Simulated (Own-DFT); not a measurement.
GaN (wurtzite, atoms displaced) (calculated)

All values are calculated (Own-DFT development build). A calculation, not a measurement: plane-wave PBE density functional theory by an unreviewed code, no spin, of a simulated periodic cell, stress positive in tension, free energy of the whole cell less one offset for each atom, forces on such cells passed a denser k mesh, this cell's mesh not checked; offsets are fitted by least squares, one for each functional and potential file, so energies compare only between cells with the same atoms and settings and are not formation energies; the far tail of each file's local potential was reset to the Coulomb form; each entry is a single point on an unrelaxed cell, so the pressure reflects the starting lattice, mostly measured values (interpolated for alloys), from which strain is counted, and rises with the displacements; printed positions are rounded, which can move forces by about a meV/angstrom; the program, named Own-DFT, is a retired in-house code; no spin-orbit coupling.

GaN (wurtzite, atoms displaced)

```
GaN
1.0
     12.7560     0.0000     0.0000
     -4.7835     8.2853     0.0000
      0.0000     0.0000    10.3700
Ga N Ga N Ga N Ga N Ga N Ga N Ga N Ga N Ga N Ga N Ga N Ga N Ga N Ga N Ga N Ga N Ga N Ga N Ga N Ga N Ga N Ga N Ga N Ga N
2 2 2 2 2 2 2 2 2 2 2 2 2 2 2 2 2 2 2 2 2 2 2 2 2 2 2 2 2 2 2 2 2 2 2 2 2 2 2 2 2 2 2 2 2 2 2 2
Direct
  0.08653 0.22557 0.99982
  0.16335 0.10845 0.24988
  0.08006 0.20477 0.18831
  0.16519 0.09996 0.42800
  0.08770 0.21845 0.49465
  0.16582 0.11197 0.74899
  0.08221 0.22244 0.68377
  0.16876 0.11635 0.94197
  0.07838 0.55535 0.00262
  0.17325 0.45134 0.25521
  0.07764 0.54727 0.18923
  0.17099 0.45059 0.43996
  0.08372 0.57203 0.50484
  0.16462 0.45071 0.74997
  0.08581 0.56432 0.68874
  0.17314 0.45344 0.93928
  0.08251 0.89738 0.99980
  0.16819 0.77679 0.25036
  0.08371 0.87965 0.18634
  0.16424 0.78528 0.45363
  0.07695 0.88879 0.50085
  0.16665 0.78152 0.74115
  0.08090 0.88687 0.69038
  0.16470 0.77604 0.94170
  0.33019 0.22471 0.99264
  0.41574 0.10333 0.25473
  0.33500 0.22227 0.19201
  0.41591 0.11851 0.44031
  0.33172 0.21578 0.49972
  0.41604 0.10883 0.75116
  0.33053 0.22248 0.68777
  0.41072 0.11186 0.93332
  0.34367 0.56451 0.99587
  0.41794 0.44591 0.24224
  0.32821 0.55217 0.19216
  0.42206 0.45478 0.44389
  0.33446 0.56318 0.49929
  0.40996 0.43659 0.75065
  0.33191 0.55643 0.68847
  0.42059 0.44305 0.94320
  0.33399 0.89204 0.00767
  0.41199 0.77554 0.25716
  0.34066 0.88640 0.18607
  0.41950 0.78077 0.42772
  0.33681 0.90208 0.50001
  0.42065 0.78509 0.74968
  0.33652 0.89695 0.69473
  0.42239 0.78702 0.93532
  0.57886 0.21384 0.99607
  0.66733 0.11412 0.24951
  0.58015 0.22535 0.18980
  0.66626 0.10254 0.43201
  0.57846 0.22776 0.50636
  0.66959 0.11228 0.75021
  0.58094 0.23099 0.69307
  0.67197 0.11374 0.94010
  0.58548 0.55019 0.99654
  0.66417 0.44297 0.25528
  0.58092 0.54390 0.18885
  0.67227 0.44898 0.43243
  0.58448 0.55119 0.50557
  0.66599 0.44499 0.75962
  0.58457 0.55614 0.69281
  0.65801 0.43271 0.93689
  0.58423 0.89961 0.00639
  0.67360 0.78703 0.24925
  0.59022 0.89506 0.18850
  0.66912 0.77918 0.44097
  0.58354 0.88704 0.49992
  0.67290 0.78095 0.74141
  0.58556 0.88996 0.68726
  0.66167 0.77571 0.93353
  0.82857 0.22219 0.99725
  0.92254 0.10335 0.25552
  0.83178 0.21531 0.19467
  0.91835 0.11429 0.43082
  0.83149 0.22075 0.49687
  0.91584 0.11356 0.75474
  0.83216 0.22020 0.69292
  0.91294 0.11174 0.94036
  0.83426 0.55217 0.99706
  0.91289 0.44807 0.25172
  0.83487 0.56501 0.19633
  0.91622 0.43974 0.44245
  0.84014 0.56601 0.50027
  0.91478 0.44397 0.74765
  0.82717 0.55332 0.68210
  0.92217 0.44580 0.93838
  0.83018 0.88784 0.99360
  0.91741 0.77809 0.23813
  0.82553 0.88548 0.19331
  0.91907 0.76852 0.43446
  0.82843 0.89199 0.49843
  0.91809 0.77424 0.75314
  0.83089 0.88623 0.67983
  0.90899 0.76601 0.94104
```

It was run with functional PBE, potential files PseudoDojo norm-conserving, scalar-relativistic, standard set with the stringent files for Ga, wave cutoff 96 hartree, occupations Gaussian, smearing width 0.01 eV and k mesh 3 x 4 x 3 centred on Gamma.

It finds free energy of cell above offsets -5.293 eV; pressure 6.88 GPa; stress xx -6.55 GPa; stress yy -6.68 GPa; stress zz -7.4 GPa; stress yz 0.52 GPa; stress xz -0.1 GPa; stress xy -0.98 GPa.

Force:
```
element  x (eV/Å)  y (eV/Å)  z (eV/Å)
     Ga    -0.913     0.558     0.323
     Ga     1.933    -0.501    -1.202
      N    -0.616     2.154    -0.613
      N    -0.156     1.026     2.161
     Ga    -0.826     0.729      0.14
     Ga    -0.425    -0.012     0.164
      N    -0.063     0.094     0.549
      N    -0.886     -0.66    -1.276
     Ga     1.778     0.696       0.1
     Ga    -1.716    -1.629    -0.322
      N     0.649     0.807     0.588
      N    -0.832    -0.339     0.321
     Ga     0.788    -2.608    -0.726
     Ga     0.727    -0.445    -0.004
      N    -0.554     -0.99     0.218
      N    -0.364    -0.643     0.049
     Ga     0.952     -1.42    -0.116
     Ga     -0.04    -0.585     0.275
      N    -0.333     1.081    -0.064
      N     1.506     0.682    -2.098
     Ga    -0.166     0.213     0.127
     Ga     0.561     0.303     2.069
      N    -0.292     0.767     -0.13
      N    -0.176     0.801    -0.572
     Ga     1.182    -0.097     2.031
     Ga    -0.488     1.401    -0.974
      N    -0.331    -0.895    -0.699
      N     1.107    -0.755    -0.266
     Ga    -1.621     2.009    -0.176
     Ga    -0.494     1.116     0.026
      N     0.299    -0.853     -0.07
      N     0.793    -0.379     1.118
     Ga    -0.895    -0.177     0.594
     Ga    -0.059    -0.273     1.489
      N     1.477     1.054    -1.351
      N    -0.423    -1.361    -0.752
     Ga     0.709    -0.505     0.292
     Ga     0.535     1.616    -0.116
      N     0.011     0.562     0.263
      N    -0.928     0.344    -1.052
     Ga    -0.454    -0.476    -2.266
     Ga     2.065    -0.299    -2.906
      N    -1.765     0.262     1.363
      N    -0.858     0.622       3.8
     Ga     0.454     -1.44     0.623
     Ga     0.105    -0.761    -0.016
      N     0.103    -1.104    -1.612
      N    -0.418    -0.049     0.743
     Ga    -0.515     0.242     0.968
     Ga    -0.176     0.111    -0.253
      N      0.76    -0.882    -0.552
      N     -1.09     1.098     1.691
     Ga      1.86     0.297    -0.759
     Ga    -0.995    -0.201    -0.155
      N     1.026    -1.195    -0.352
      N    -1.781    -0.223    -0.939
     Ga    -0.473     1.126     0.984
     Ga     0.348     0.169    -1.298
      N    -0.271     2.047    -0.714
      N    -0.316    -0.611     2.284
     Ga     0.064     0.593    -0.521
     Ga    -0.234     0.528    -1.847
      N    -0.447    -0.486    -0.033
      N     1.753     0.656     1.167
     Ga     0.974    -1.406    -0.708
     Ga    -2.184    -2.459     0.864
      N    -1.258    -0.947     0.384
      N    -0.729    -0.816     -0.49
     Ga     0.013     0.095    -0.362
     Ga    -1.319    -0.779     1.247
      N    -0.322     0.352    -0.143
      N     0.452      0.24     0.285
     Ga     1.638     0.694     1.933
     Ga    -1.824     0.601     -1.88
      N     0.346     1.177    -1.084
      N     0.454    -0.278     2.457
     Ga     0.147    -0.182     0.167
     Ga     0.615    -0.558    -0.928
      N     0.161     0.505    -0.939
      N     1.015     0.058    -0.097
     Ga    -0.615    -1.042     1.275
     Ga     0.609    -1.161     0.326
      N    -0.157    -2.333    -1.975
      N    -0.077      1.08    -0.078
     Ga    -0.452    -2.292    -0.463
     Ga     0.002     0.423    -0.118
      N     0.862     0.155     1.693
      N    -1.643    -0.736    -0.654
     Ga    -0.706    -0.341     0.936
     Ga    -0.361     0.993     1.666
      N     3.096     0.921    -1.933
      N    -1.374     2.365    -0.689
     Ga     1.789      0.05    -0.764
     Ga    -1.052    -0.104    -0.651
      N     1.466     0.989     1.459
      N     0.278     1.826    -0.451
```
